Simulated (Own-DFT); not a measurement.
GaP (zincblende, atoms displaced) (calculated)

A calculation, not a measurement: plane-wave PBE density functional theory by an unreviewed code, no spin, of a simulated periodic cell, stress positive in tension, free energy of the whole cell less one offset for each atom, some atoms lie very close together; forces on such cells passed a denser k mesh, this cell's mesh not checked; offsets are fitted by least squares, one for each functional and potential file, so energies compare only between cells with the same atoms and settings and are not formation energies; the far tail of each file's local potential was reset to the Coulomb form; each entry is a single point on an unrelaxed cell, so the pressure reflects the starting lattice, mostly measured values (interpolated for alloys), from which strain is counted, and rises with the displacements; printed positions are rounded, which can move forces by about a meV/angstrom; the program, named Own-DFT, is a retired in-house code; no spin-orbit coupling; before rounding, a Quantum ESPRESSO 7.3.1 run of the same cell and cutoff gave forces within 1 meV/angstrom rms on each cell, which checks the program and not the settings. Program: Own-DFT development build.

Common to all runs: functional PBE; potential files PseudoDojo norm-conserving, scalar-relativistic, standard set; wave cutoff 42 hartree; occupations Fermi-Dirac; smearing width 0.1 eV; k mesh 2 x 3 x 3 centred on Gamma.

```json
{"entry": 1, "formula": "GaP", "kind": "zincblende, atoms displaced", "structure": {"cell_angstrom": [[16.3515, 0.0, 0.0], [0.0, 10.901, 0.0], [0.0, 0.0, 10.901]], "atoms_fractional": [["Ga", 0.99016, 0.00571, 0.00665], ["Ga", 0.00384, 0.26197, 0.25007], ["Ga", 0.17219, 0.01176, 0.26065], ["Ga", 0.15618, 0.24454, 0.01034], ["P", 0.08582, 0.14342, 0.12413], ["P", 0.08126, 0.36075, 0.39124], ["P", 0.24181, 0.10387, 0.37675], ["P", 0.23509, 0.39089, 0.13241], ["Ga", 0.99492, 0.99329, 0.48813], ["Ga", 0.97879, 0.24377, 0.75817], ["Ga", 0.16375, 0.98274, 0.74409], ["Ga", 0.15742, 0.25251, 0.49906], ["P", 0.07024, 0.14501, 0.63317], ["P", 0.06958, 0.35729, 0.86735], ["P", 0.25083, 0.10848, 0.88331], ["P", 0.24364, 0.37924, 0.63707], ["Ga", 0.00429, 0.49373, 0.97941], ["Ga", 0.00752, 0.75315, 0.26697], ["Ga", 0.15618, 0.50404, 0.24122], ["Ga", 0.17039, 0.72761, 0.00709], ["P", 0.08026, 0.63468, 0.11861], ["P", 0.0754, 0.86481, 0.39071], ["P", 0.24482, 0.6061, 0.3887], ["P", 0.25359, 0.88452, 0.11358], ["Ga", 0.9971, 0.506, 0.49917], ["Ga", 0.99887, 0.73348, 0.76225], ["Ga", 0.17011, 0.50549, 0.74944], ["Ga", 0.15826, 0.77299, 0.50009], ["P", 0.09743, 0.61693, 0.62077], ["P", 0.09359, 0.87137, 0.86422], ["P", 0.2596, 0.63383, 0.88886], ["P", 0.24984, 0.88387, 0.6251], ["Ga", 0.33066, 0.02205, 0.0032], ["Ga", 0.31779, 0.27092, 0.25867], ["Ga", 0.50923, 0.02822, 0.23924], ["Ga", 0.48417, 0.27253, 0.01258], ["P", 0.41293, 0.14689, 0.1354], ["P", 0.41746, 0.35986, 0.36443], ["P", 0.57235, 0.1177, 0.37131], ["P", 0.58065, 0.35266, 0.13156], ["Ga", 0.33875, 0.00168, 0.47547], ["Ga", 0.32388, 0.25118, 0.73707], ["Ga", 0.49775, 0.99883, 0.76284], ["Ga", 0.4997, 0.2648, 0.48496], ["P", 0.4194, 0.13496, 0.6334], ["P", 0.41419, 0.36718, 0.83625], ["P", 0.59224, 0.15062, 0.8896], ["P", 0.60513, 0.40027, 0.63021], ["Ga", 0.35579, 0.48908, 0.00249], ["Ga", 0.32937, 0.73661, 0.23984], ["Ga", 0.50242, 0.47428, 0.25508], ["Ga", 0.51433, 0.72825, 0.03014], ["P", 0.42263, 0.62426, 0.11171], ["P", 0.40816, 0.89023, 0.3763], ["P", 0.58093, 0.63911, 0.3753], ["P", 0.58834, 0.85854, 0.13164], ["Ga", 0.32888, 0.47825, 0.48725], ["Ga", 0.33859, 0.75954, 0.73403], ["Ga", 0.49536, 0.54762, 0.76189], ["Ga", 0.49858, 0.75379, 0.49738], ["P", 0.416, 0.61384, 0.63757], ["P", 0.41029, 0.88772, 0.87129], ["P", 0.58373, 0.59278, 0.84714], ["P", 0.59128, 0.85611, 0.6233], ["Ga", 0.66589, 0.98616, 0.00087], ["Ga", 0.68115, 0.24551, 0.25437], ["Ga", 0.82483, 0.99201, 0.23587], ["Ga", 0.82745, 0.23233, 0.97799], ["P", 0.74867, 0.15103, 0.13038], ["P", 0.74248, 0.37702, 0.37257], ["P", 0.91066, 0.11546, 0.34671], ["P", 0.91869, 0.36765, 0.12931], ["Ga", 0.65818, 0.0196, 0.51117], ["Ga", 0.67403, 0.23186, 0.74841], ["Ga", 0.83275, 0.98621, 0.7509], ["Ga", 0.83203, 0.25989, 0.49035], ["P", 0.75186, 0.13618, 0.61703], ["P", 0.76125, 0.37797, 0.87757], ["P", 0.92236, 0.11347, 0.87495], ["P", 0.92928, 0.36411, 0.61099], ["Ga", 0.66671, 0.49252, 0.01242], ["Ga", 0.65568, 0.75388, 0.22851], ["Ga", 0.83587, 0.50333, 0.22835], ["Ga", 0.84752, 0.74456, 0.99158], ["P", 0.75589, 0.6022, 0.12196], ["P", 0.75627, 0.87032, 0.35329], ["P", 0.91605, 0.63402, 0.35979], ["P", 0.91114, 0.88452, 0.12838], ["Ga", 0.66204, 0.49873, 0.50249], ["Ga", 0.67587, 0.75349, 0.7402], ["Ga", 0.83997, 0.50606, 0.74912], ["Ga", 0.85161, 0.75794, 0.51902], ["P", 0.75146, 0.61953, 0.60914], ["P", 0.74365, 0.90192, 0.90685], ["P", 0.914, 0.60235, 0.88746], ["P", 0.90539, 0.87143, 0.64103]]}, "results": {"free_energy_of_cell_above_offsets [eV]": "-17.696", "pressure [GPa]": 7.89, "stress_xx [GPa]": -9.2, "stress_yy [GPa]": -6.41, "stress_zz [GPa]": -8.06, "stress_yz [GPa]": -0.15, "stress_xz [GPa]": -1.25, "stress_xy [GPa]": 1.06, "force_element": ["Ga", "Ga", "Ga", "Ga", "P", "P", "P", "P", "Ga", "Ga", "Ga", "Ga", "P", "P", "P", "P", "Ga", "Ga", "Ga", "Ga", "P", "P", "P", "P", "Ga", "Ga", "Ga", "Ga", "P", "P", "P", "P", "Ga", "Ga", "Ga", "Ga", "P", "P", "P", "P", "Ga", "Ga", "Ga", "Ga", "P", "P", "P", "P", "Ga", "Ga", "Ga", "Ga", "P", "P", "P", "P", "Ga", "Ga", "Ga", "Ga", "P", "P", "P", "P", "Ga", "Ga", "Ga", "Ga", "P", "P", "P", "P", "Ga", "Ga", "Ga", "Ga", "P", "P", "P", "P", "Ga", "Ga", "Ga", "Ga", "P", "P", "P", "P", "Ga", "Ga", "Ga", "Ga", "P", "P", "P", "P"], "force_x [eV/angstrom]": [3.003, -0.456, -3.703, 3.352, -2.877, -1.443, 2.645, 2.49, -1.369, 1.597, 0.194, 2.299, 1.146, 2.536, -2.91, 0.22, 0.479, -1.289, -0.995, 0.664, -1.601, 0.6, -0.646, -1.048, 1.112, 0.892, -0.026, 3.322, -2.638, -2.821, 0.71, 0.997, 2.699, -1.023, -3.004, 0.266, -1.032, -1.788, 3.699, 1.444, -2.256, -0.491, 1.623, 1.614, 0.151, 1.528, -1.835, -4.562, -2.438, -0.273, 0.771, 0.741, -1.197, 4.26, 0.127, -4.522, 0.796, -0.746, -7.775, -1.203, -2.889, 0.394, 11.91, -1.476, -6.349, -3.977, -0.735, 1.094, 1.916, 1.632, 0.777, -0.049, 0.482, -0.127, -2.288, 0.637, 1.283, -1.507, -2.996, -2.515, -0.715, 6.541, 1.681, -1.983, -2.617, -1.872, -0.446, 1.909, 1.902, 0.607, -1.126, -3.585, 1.79, 7.396, 0.395, 4.892], "force_y [eV/angstrom]": [-1.04, -1.079, -3.564, 2.359, -4.197, 3.376, 5.501, -1.562, 2.282, 0.964, 3.207, -1.974, -2.772, 0.728, 3.231, -1.001, -0.897, -0.488, 0.602, 2.955, -1.059, 2.942, 2.222, -1.144, 0.496, 0.382, 0.088, -2.833, 1.35, -1.809, -1.697, -0.411, -1.754, -1.808, -3.48, -0.435, -0.971, 1.608, 2.913, 1.49, 2.877, -2.069, 0.976, -1.23, -0.459, 1.411, -2.194, -4.136, -0.763, 0.728, 2.806, 0.866, -1.574, -4.454, -1.975, 7.064, 0.123, -0.041, -6.857, 0.235, 2.045, -1.217, 5.4, 2.745, 6.308, 0.861, 2.175, 0.663, -4.542, 1.79, 0.766, 0.473, -1.877, 2.7, 2.551, -0.616, -1.665, 0.06, -0.776, 1.159, -1.347, -5.27, -2.418, 1.108, 4.459, -0.968, -1.087, -2.112, 2.806, -1.014, -1.479, -3.119, 1.099, -6.751, 2.212, 0.821], "force_z [eV/angstrom]": [0.645, 0.498, -4.742, -3.665, 3.11, -2.82, 3.474, -2.301, 1.614, -1.174, -0.515, 2.292, -0.742, -0.254, -2.664, -2.584, 3.226, -2.918, 2.51, -0.891, 0.89, -2.168, -1.672, 1.514, -0.623, -0.502, 2.6, 2.357, -0.466, 2.886, -1.643, -1.988, 1.483, -0.717, -2.341, -2.562, -0.241, 0.636, 2.941, 0.162, 5.119, 1.023, -0.647, 3.124, -1.923, 2.837, 0.455, 3.379, -1.782, 0.814, -0.544, -4.314, 3.467, -3.879, -0.762, -3.965, 1.609, 1.329, -4.402, 0.356, -5.035, 1.557, 9.238, -0.195, 5.135, 2.121, -0.182, 1.347, -3.074, 0.339, 1.822, -1.823, -0.961, 0.574, 1.664, -0.718, 0.022, -1.054, -0.226, 0.604, -1.341, 5.732, 3.115, 1.487, -1.92, 2.399, 1.755, -0.724, -4.23, 1.519, -1.984, -4.337, 1.174, -6.956, -1.692, 0.913]}}
{"entry": 2, "formula": "GaP", "kind": "zincblende, atoms displaced", "structure": {"cell_angstrom": [[16.3515, 0.0, 0.0], [0.0, 10.901, 0.0], [0.0, 0.0, 10.901]], "atoms_fractional": [["Ga", 0.99932, 0.98786, 0.03427], ["Ga", 0.99843, 0.26513, 0.24843], ["Ga", 0.17628, 0.95721, 0.23432], ["Ga", 0.17838, 0.25328, 0.9759], ["P", 0.08336, 0.11419, 0.15402], ["P", 0.07572, 0.40017, 0.37882], ["P", 0.25224, 0.11237, 0.36393], ["P", 0.23461, 0.37383, 0.12168], ["Ga", 0.0009, 0.00038, 0.49633], ["Ga", 0.01153, 0.26179, 0.76127], ["Ga", 0.16573, 0.99503, 0.73366], ["Ga", 0.16658, 0.25488, 0.49863], ["P", 0.09651, 0.10749, 0.60585], ["P", 0.08851, 0.36062, 0.84789], ["P", 0.24353, 0.10575, 0.87472], ["P", 0.25103, 0.39998, 0.6116], ["Ga", 0.98266, 0.47961, 0.99665], ["Ga", 0.999, 0.77125, 0.24907], ["Ga", 0.15612, 0.52929, 0.26721], ["Ga", 0.16789, 0.74623, 0.9853], ["P", 0.09389, 0.61315, 0.10622], ["P", 0.08994, 0.88142, 0.37198], ["P", 0.23768, 0.64118, 0.3703], ["P", 0.24888, 0.85579, 0.12371], ["Ga", 0.00016, 0.49695, 0.52251], ["Ga", 0.00829, 0.73446, 0.70482], ["Ga", 0.1641, 0.50786, 0.74895], ["Ga", 0.17046, 0.75733, 0.49773], ["P", 0.09113, 0.6438, 0.6455], ["P", 0.09542, 0.86845, 0.87652], ["P", 0.25708, 0.6146, 0.8739], ["P", 0.24501, 0.88012, 0.6456], ["Ga", 0.32735, 0.99386, 0.00721], ["Ga", 0.32991, 0.2451, 0.2564], ["Ga", 0.49827, 0.99493, 0.23348], ["Ga", 0.50659, 0.2786, 0.99871], ["P", 0.42728, 0.12675, 0.13045], ["P", 0.41121, 0.39127, 0.37856], ["P", 0.57516, 0.13279, 0.37883], ["P", 0.58047, 0.37572, 0.10317], ["Ga", 0.33337, 0.99606, 0.50903], ["Ga", 0.32288, 0.24956, 0.72214], ["Ga", 0.49494, 0.01625, 0.7462], ["Ga", 0.49025, 0.24709, 0.48097], ["P", 0.41138, 0.13112, 0.61797], ["P", 0.39875, 0.39073, 0.86863], ["P", 0.57739, 0.12504, 0.87152], ["P", 0.58998, 0.3716, 0.59961], ["Ga", 0.32708, 0.49285, 0.01203], ["Ga", 0.32779, 0.76326, 0.23303], ["Ga", 0.49737, 0.50538, 0.27017], ["Ga", 0.51546, 0.76567, 0.99267], ["P", 0.43227, 0.65934, 0.15349], ["P", 0.4189, 0.9047, 0.41357], ["P", 0.58669, 0.60904, 0.37652], ["P", 0.58875, 0.8657, 0.12636], ["Ga", 0.33594, 0.5075, 0.50658], ["Ga", 0.34118, 0.77819, 0.75686], ["Ga", 0.49162, 0.51892, 0.72554], ["Ga", 0.51397, 0.71348, 0.50159], ["P", 0.42422, 0.6408, 0.62384], ["P", 0.4191, 0.85957, 0.88372], ["P", 0.58548, 0.634, 0.88281], ["P", 0.58232, 0.87821, 0.6295], ["Ga", 0.65982, 0.01424, 0.00782], ["Ga", 0.67181, 0.25866, 0.24908], ["Ga", 0.82465, 0.99764, 0.26533], ["Ga", 0.83176, 0.26098, 0.99675], ["P", 0.74816, 0.13908, 0.10255], ["P", 0.75574, 0.37927, 0.36884], ["P", 0.92322, 0.10108, 0.35914], ["P", 0.9356, 0.37135, 0.12031], ["Ga", 0.66334, 0.00443, 0.5035], ["Ga", 0.65143, 0.24395, 0.76215], ["Ga", 0.83573, 0.97262, 0.74848], ["Ga", 0.83043, 0.2278, 0.48458], ["P", 0.76092, 0.11747, 0.62068], ["P", 0.75248, 0.3975, 0.89327], ["P", 0.92741, 0.10658, 0.88297], ["P", 0.91864, 0.37236, 0.63391], ["Ga", 0.68571, 0.48527, 0.99795], ["Ga", 0.66775, 0.77149, 0.24623], ["Ga", 0.82495, 0.50753, 0.25431], ["Ga", 0.81931, 0.75486, 0.97378], ["P", 0.74896, 0.62821, 0.115], ["P", 0.74998, 0.87014, 0.37863], ["P", 0.91596, 0.64236, 0.35968], ["P", 0.92412, 0.84882, 0.11509], ["Ga", 0.66459, 0.50318, 0.51058], ["Ga", 0.66883, 0.74547, 0.74189], ["Ga", 0.83115, 0.49197, 0.75991], ["Ga", 0.83313, 0.74077, 0.48892], ["P", 0.75562, 0.62093, 0.62319], ["P", 0.74437, 0.86683, 0.87412], ["P", 0.91392, 0.63022, 0.86906], ["P", 0.89742, 0.86018, 0.63552]]}, "results": {"free_energy_of_cell_above_offsets [eV]": "-18.660", "pressure [GPa]": 8.0, "stress_xx [GPa]": -8.84, "stress_yy [GPa]": -7.42, "stress_zz [GPa]": -7.73, "stress_yz [GPa]": -0.25, "stress_xz [GPa]": 0.57, "stress_xy [GPa]": 1.4, "force_element": ["Ga", "Ga", "Ga", "Ga", "P", "P", "P", "P", "Ga", "Ga", "Ga", "Ga", "P", "P", "P", "P", "Ga", "Ga", "Ga", "Ga", "P", "P", "P", "P", "Ga", "Ga", "Ga", "Ga", "P", "P", "P", "P", "Ga", "Ga", "Ga", "Ga", "P", "P", "P", "P", "Ga", "Ga", "Ga", "Ga", "P", "P", "P", "P", "Ga", "Ga", "Ga", "Ga", "P", "P", "P", "P", "Ga", "Ga", "Ga", "Ga", "P", "P", "P", "P", "Ga", "Ga", "Ga", "Ga", "P", "P", "P", "P", "Ga", "Ga", "Ga", "Ga", "P", "P", "P", "P", "Ga", "Ga", "Ga", "Ga", "P", "P", "P", "P", "Ga", "Ga", "Ga", "Ga", "P", "P", "P", "P"], "force_x [eV/angstrom]": [1.693, 2.1, -2.361, -1.504, 1.069, 0.414, -0.822, 1.251, -0.216, -5.71, -2.036, 0.478, -2.017, 4.536, 1.239, -1.957, 4.111, 2.438, -0.625, 1.08, -2.296, -1.144, 4.077, 0.117, -0.237, -10.57, 1.299, -0.759, 8.527, -2.925, 0.099, 3.166, 1.34, 0.263, 0.579, -4.989, -1.977, -0.595, 2.178, 4.01, -4.013, -0.159, -0.504, -0.265, 0.598, 2.247, -1.026, -2.616, 0.298, 2.86, -0.168, -1.358, -0.137, 3.935, 2.605, -1.022, 0.419, -1.981, 2.688, -0.396, -4.405, 1.11, 0.954, -0.095, 0.247, -1.364, 0.431, 2.396, 0.218, -0.781, -0.382, -6.2, -0.012, 2.695, -1.852, 1.553, -1.739, 4.514, -0.856, -0.989, -8.103, 1.391, 1.869, 3.381, -0.005, -1.282, 0.757, -4.378, 2.426, -0.652, 1.231, -0.224, -0.478, -2.455, 0.835, 4.91], "force_y [eV/angstrom]": [1.562, -2.515, 4.881, -0.516, 0.384, -2.031, -0.13, 0.203, -1.007, -6.166, 1.199, 0.344, 2.088, 5.046, 0.727, -2.121, 5.092, -2.3, -1.964, -1.76, 0.614, -0.945, -0.143, 0.396, 1.714, 7.909, -0.569, 0.838, -7.219, 1.697, 1.358, -2.404, 0.418, 0.66, -0.647, -3.743, 1.47, -1.701, -1.456, 3.832, 2.149, 0.589, -1.631, 1.237, 0.382, -1.344, -0.412, -1.742, 0.964, -1.772, -0.399, -1.536, -1.58, -4.571, 1.194, 3.272, 2.362, -3.239, -3.359, 4.217, 1.538, 3.861, -2.26, -0.557, -1.211, -0.501, -0.162, -0.769, -0.901, -0.782, 2.726, -2.067, 0.126, 1.858, 4.35, 1.04, -0.255, -7.33, 1.026, -1.178, 6.226, -3.276, 1.01, -2.604, 0.639, 0.641, -1.955, 0.941, 0.635, 0.011, 1.14, 0.052, -0.293, 3.52, -0.629, -2.483], "force_z [eV/angstrom]": [-1.993, 2.358, 2.541, 1.17, -1.437, 0.336, 1.14, 1.898, 0.689, -4.45, 3.711, -1.541, 0.511, 5.14, -1.324, 1.12, -4.644, 0.997, -1.815, 0.304, -0.034, 1.092, 0.743, -5.254, -0.553, 7.152, 0.764, 1.37, -6.904, -1.315, -0.442, -3.442, 0.014, -1.196, 2.72, -3.962, -1.947, -0.55, -2.147, 5.214, 1.636, 2.271, -0.076, 1.327, 0.32, -0.85, 1.915, 2.832, 0.846, 4.505, -2.622, 0.579, -1.607, -4.6, -1.445, -0.615, -1.168, -1.575, 3.622, 0.051, -0.942, 1.335, -1.793, -0.485, -0.92, -0.537, -2.883, -0.519, 2.862, 1.434, 0.431, 2.525, -0.016, -2.288, 3.434, -0.269, 1.647, -7.341, -0.62, -0.208, 6.184, 1.225, -1.367, 2.925, 1.203, 0.759, 1.045, -0.905, -1.098, 0.274, -1.256, 0.605, 0.099, -1.409, -0.423, -4.085]}}
```
